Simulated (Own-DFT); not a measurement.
SiC (4H silicon carbide, atoms displaced) (calculated)

All values are calculated (Own-DFT development build). A calculation, not a measurement: plane-wave PBE density functional theory by an unreviewed code, no spin, of a simulated periodic cell, stress positive in tension, free energy of the whole cell less one offset for each atom, forces on such cells passed a denser k mesh, this cell's mesh not checked; offsets are fitted by least squares, one for each functional and potential file, so energies compare only between cells with the same atoms and settings and are not formation energies; the far tail of each file's local potential was reset to the Coulomb form; each entry is a single point on an unrelaxed cell, so the pressure reflects the starting lattice, mostly measured values (interpolated for alloys), from which strain is counted, and rises with the displacements; printed positions are rounded, which can move forces by about a meV/angstrom; the program, named Own-DFT, is a retired in-house code; no spin-orbit coupling.

```json
{"formula": "SiC", "kind": "4H silicon carbide, atoms displaced", "structure": {"cell_angstrom": [[12.3308, 0.0, 0.0], [-6.1654, 10.6788, 0.0], [0.0, 0.0, 10.0681]], "atoms_fractional": [["Si", 0.99912, 0.99318, 0.41379], ["Si", 0.08337, 0.16637, 0.15026], ["C", 0.00697, 0.01568, 0.08622], ["C", 0.08917, 0.18001, 0.35133], ["Si", 0.99655, 0.24777, 0.40789], ["Si", 0.08494, 0.41837, 0.15353], ["C", 0.00472, 0.24486, 0.09442], ["C", 0.07856, 0.41581, 0.3387], ["Si", 0.00229, 0.50243, 0.39461], ["Si", 0.09046, 0.66776, 0.15476], ["C", 0.99602, 0.50183, 0.1024], ["C", 0.08549, 0.66967, 0.34172], ["Si", 0.99828, 0.75209, 0.41522], ["Si", 0.08344, 0.90589, 0.15086], ["C", 0.99918, 0.75228, 0.08109], ["C", 0.08748, 0.92023, 0.34389], ["Si", 0.24734, 0.00095, 0.40612], ["Si", 0.32808, 0.16469, 0.15047], ["C", 0.2492, 0.00013, 0.0981], ["C", 0.32568, 0.16168, 0.34155], ["Si", 0.24326, 0.25454, 0.41204], ["Si", 0.33967, 0.41786, 0.15074], ["C", 0.24661, 0.24429, 0.09263], ["C", 0.33547, 0.41114, 0.34811], ["Si", 0.25577, 0.50172, 0.3971], ["Si", 0.32945, 0.666, 0.155], ["C", 0.2491, 0.50158, 0.08613], ["C", 0.33369, 0.6709, 0.33997], ["Si", 0.23789, 0.75715, 0.41749], ["Si", 0.3338, 0.91127, 0.15994], ["C", 0.25148, 0.74954, 0.09162], ["C", 0.3351, 0.92008, 0.34763], ["Si", 0.49764, 0.99037, 0.4047], ["Si", 0.59119, 0.16793, 0.1567], ["C", 0.5016, 0.99768, 0.09099], ["C", 0.58319, 0.16193, 0.34473], ["Si", 0.5017, 0.2441, 0.38556], ["Si", 0.58042, 0.41406, 0.15626], ["C", 0.50444, 0.25506, 0.08907], ["C", 0.58592, 0.41972, 0.34677], ["Si", 0.49714, 0.50397, 0.39362], ["Si", 0.57367, 0.65681, 0.14321], ["C", 0.49513, 0.50333, 0.09339], ["C", 0.57979, 0.66989, 0.35147], ["Si", 0.49425, 0.75258, 0.40844], ["Si", 0.57589, 0.91432, 0.15591], ["C", 0.49769, 0.74334, 0.09495], ["C", 0.58398, 0.91452, 0.33847], ["Si", 0.74983, 0.00088, 0.41094], ["Si", 0.82418, 0.15332, 0.14968], ["C", 0.75526, 0.01509, 0.09105], ["C", 0.83641, 0.16762, 0.34842], ["Si", 0.75047, 0.24669, 0.40832], ["Si", 0.8321, 0.41386, 0.16288], ["C", 0.75867, 0.24861, 0.10584], ["C", 0.82583, 0.41934, 0.33773], ["Si", 0.73854, 0.49119, 0.40141], ["Si", 0.82444, 0.66197, 0.15711], ["C", 0.74444, 0.50268, 0.09659], ["C", 0.83521, 0.66936, 0.34473], ["Si", 0.75519, 0.75067, 0.39562], ["Si", 0.83579, 0.91861, 0.14609], ["C", 0.75895, 0.76496, 0.08981], ["C", 0.82844, 0.91251, 0.34464], ["Si", 0.99015, 0.99572, 0.90874], ["Si", 0.91763, 0.84033, 0.65414], ["C", 0.99831, 0.00262, 0.59833], ["C", 0.91811, 0.83401, 0.84363], ["Si", 0.998, 0.75452, 0.90448], ["Si", 0.91731, 0.58178, 0.65173], ["C", 0.99699, 0.74552, 0.59635], ["C", 0.92328, 0.58982, 0.83842], ["Si", 0.99493, 0.49948, 0.89973], ["Si", 0.91956, 0.32918, 0.66216], ["C", 0.00145, 0.49965, 0.59729], ["C", 0.915, 0.33601, 0.82956], ["Si", 0.99905, 0.24283, 0.90123], ["Si", 0.92773, 0.09297, 0.66357], ["C", 0.99903, 0.24755, 0.59224], ["C", 0.91381, 0.08063, 0.84679], ["Si", 0.74399, 0.99447, 0.90573], ["Si", 0.67144, 0.83437, 0.66], ["C", 0.74976, 0.99872, 0.59125], ["C", 0.66485, 0.83678, 0.84173], ["Si", 0.74375, 0.74433, 0.90724], ["Si", 0.66456, 0.58804, 0.6629], ["C", 0.74948, 0.7551, 0.59303], ["C", 0.65811, 0.58351, 0.84643], ["Si", 0.74766, 0.49357, 0.9135], ["Si", 0.67033, 0.33655, 0.65217], ["C", 0.74853, 0.49747, 0.59321], ["C", 0.66599, 0.32803, 0.84724], ["Si", 0.74194, 0.24172, 0.90701], ["Si", 0.66996, 0.08812, 0.66315], ["C", 0.75517, 0.245, 0.59159], ["C", 0.66999, 0.08589, 0.84985], ["Si", 0.50492, 0.00417, 0.90872], ["Si", 0.43207, 0.85029, 0.65679], ["C", 0.50689, 0.0039, 0.59405], ["C", 0.41565, 0.82604, 0.84121], ["Si", 0.48791, 0.73912, 0.90168], ["Si", 0.41155, 0.57954, 0.65916], ["C", 0.49791, 0.74416, 0.59136], ["C", 0.41154, 0.58229, 0.8491], ["Si", 0.50045, 0.50369, 0.90998], ["Si", 0.41674, 0.34475, 0.6591], ["C", 0.50701, 0.5131, 0.592], ["C", 0.41204, 0.33254, 0.84654], ["Si", 0.50449, 0.24595, 0.90563], ["Si", 0.40928, 0.0703, 0.65542], ["C", 0.49429, 0.24755, 0.598], ["C", 0.41514, 0.07963, 0.84546], ["Si", 0.24838, 0.99274, 0.90766], ["Si", 0.17422, 0.83563, 0.64826], ["C", 0.24509, 0.99656, 0.59512], ["C", 0.1708, 0.8328, 0.83936], ["Si", 0.24724, 0.73955, 0.90776], ["Si", 0.16464, 0.57633, 0.65668], ["C", 0.25132, 0.75689, 0.59491], ["C", 0.15836, 0.57379, 0.84899], ["Si", 0.23406, 0.48401, 0.90073], ["Si", 0.16458, 0.32904, 0.65863], ["C", 0.24822, 0.48928, 0.59098], ["C", 0.15908, 0.33225, 0.84645], ["Si", 0.26448, 0.25625, 0.91313], ["Si", 0.16082, 0.08746, 0.66048], ["C", 0.24876, 0.24542, 0.59198], ["C", 0.17723, 0.09053, 0.84219]]}, "settings": {"functional": "PBE", "potential_files": "PseudoDojo norm-conserving, scalar-relativistic, standard set", "wave_cutoff [hartree]": 42.0, "occupations": "Fermi-Dirac", "smearing_width [eV]": 0.1, "hardware": "one NVIDIA H200", "k_mesh": "3 x 3 x 3 centred on Gamma"}, "results": {"stress_zz [GPa]": null}}
```

## Withheld values
1. Estimate the stress zz of SiC (4H silicon carbide, atoms displaced).

Calculated values
1. -6.19 GPa

Further results for SiC (4H silicon carbide, atoms displaced):

* free energy of cell above offsets: -7.183 eV
* pressure: 6.1 GPa
* stress xx: -4.38 GPa
* stress yy: -7.72 GPa
* stress yz: -1.22 GPa
* stress xz: -0.01 GPa
* stress xy: -0.13 GPa
* wall time: 554 s

Force:
```csv
element,x (eV/Å),y (eV/Å),z (eV/Å)
Si,-1.208,2.125,-1.744
Si,0.523,1.674,2.836
C,0.423,-5.008,1.228
C,-0.849,-3.507,-1.938
Si,0.241,1.153,-0.572
Si,-0.353,-1.374,-0.233
C,-3.002,1.529,-1.275
C,1.47,0.051,0.705
Si,-0.998,-0.381,2.011
Si,-2.247,0.188,-0.139
C,0.801,-0.514,-2.087
C,-1.573,0.15,0.131
Si,0.481,-0.319,-1.816
Si,-1.648,2.945,0.959
C,0.303,-2.036,2.844
C,-0.987,-1.774,-0.211
Si,0.935,0.698,0.438
Si,1.197,-0.11,1.62
C,1.166,-1.325,-1.105
C,0.452,1.696,-0.453
Si,3.048,-1.344,-0.608
Si,-3.384,-1.638,1.421
C,0.682,2.235,0.214
C,-1.251,1.513,-2.221
Si,-1.458,-0.195,0.95
Si,1.223,-0.406,0.048
C,0.483,-0.8,1.168
C,-1.156,-0.481,0.94
Si,3.524,-0.775,-2.022
Si,-0.787,1.535,-0.522
C,0.06,0.096,0.118
C,-0.579,-0.88,-0.281
Si,0.121,1.834,0.319
Si,-1.029,-0.551,0.139
C,-1.183,0.756,0.799
C,0.921,-0.52,-0.678
Si,-2.689,0.566,3.84
Si,-0.265,0.957,0.316
C,-0.063,-1.69,1.053
C,-2.798,-1.864,-2.306
Si,1.634,0.216,2.992
Si,1.08,4.841,3.802
C,2.805,-2.54,-0.929
C,1.021,-0.244,-2.711
Si,1.369,-0.738,-0.478
Si,2.47,-0.554,-0.55
C,-1.357,1.375,-1.383
C,-0.344,0.474,1.148
Si,0.325,-0.244,-1.124
Si,2.927,8.118,4.523
C,-0.184,-9.807,-2.4
C,-0.98,-1.207,-1.385
Si,-0.09,0.547,-0.597
Si,-0.323,0.721,-1.766
C,-2.216,0.712,-2.745
C,1.784,-1.062,2.625
Si,2.345,3.133,2.05
Si,1.407,2.612,-0.173
C,1.004,-1.403,-0.356
C,0.299,-1.464,-0.578
Si,-2.68,-0.618,2.227
Si,-0.376,3.32,2.445
C,-0.867,-4.904,-0.374
C,1.035,1.805,-1.044
Si,2.65,1.333,-1.105
Si,0.27,-2.044,0.839
C,0.679,0.135,-0.395
C,-1.73,-0.096,-0.361
Si,2.027,-0.564,-1.934
Si,-0.455,-0.354,0.467
C,0.096,1.725,-0.121
C,-1.967,-1.138,1.009
Si,-0.146,-0.464,1.398
Si,-0.882,0.859,-4.551
C,-0.06,-0.67,-1.907
C,-0.016,-1.481,6.009
Si,-1.695,1.205,1.98
Si,-2.334,-2.502,-1.324
C,0.476,1.095,0.779
C,-0.582,-0.3,-0.737
Si,0.562,1.422,0.362
Si,-1.688,0.129,-1.667
C,0.059,0.762,2.191
C,0.172,-2.118,1.16
Si,0.527,2.274,-0.757
Si,1.232,0.037,-1.845
C,1.839,-0.804,-0.25
C,2.161,-0.588,0.573
Si,0.07,1.45,-1.756
Si,-0.706,-2.139,0.304
C,-0.444,1.205,-0.127
C,0.02,1.04,-0.559
Si,2.074,2.969,0.95
Si,0.955,-0.935,-1.362
C,-1.263,1.635,0.724
C,-0.473,-1.692,-1.073
Si,-0.936,-2.031,-0.789
Si,-0.444,-4.859,0.098
C,-0.356,0.913,-0.594
C,-1.066,1.765,0.562
Si,1.395,2.569,1.273
Si,0.381,0.862,-0.512
C,-0.732,1.883,1.208
C,-0.15,-2.636,-1.292
Si,-1.364,-1.522,-1.164
Si,1.486,-1.741,-1.154
C,-0.827,-2.174,-0.163
C,3.339,2.394,-0.386
Si,-2.098,0.205,-0.934
Si,-0.483,3.294,0.116
C,0.87,0.168,-0.935
C,0.712,-0.12,0.134
Si,-0.329,1.082,-0.276
Si,-3.014,-0.54,2.6
C,-0.388,0.861,-0.922
C,-0.493,-0.932,0.57
Si,-0.624,1.605,-1.502
Si,0.194,1.209,-0.219
C,2.54,-1.711,0.575
C,0.775,0.913,-1.141
Si,1.102,4.141,1.585
Si,0.234,-0.236,-0.563
C,-0.778,1.638,-0.112
C,2.468,-2.743,-1.535
Si,-4.063,-2.628,-0.942
Si,2.711,-0.907,-0.059
C,-0.676,1.745,1.26
C,-1.448,-1.15,1.193
```
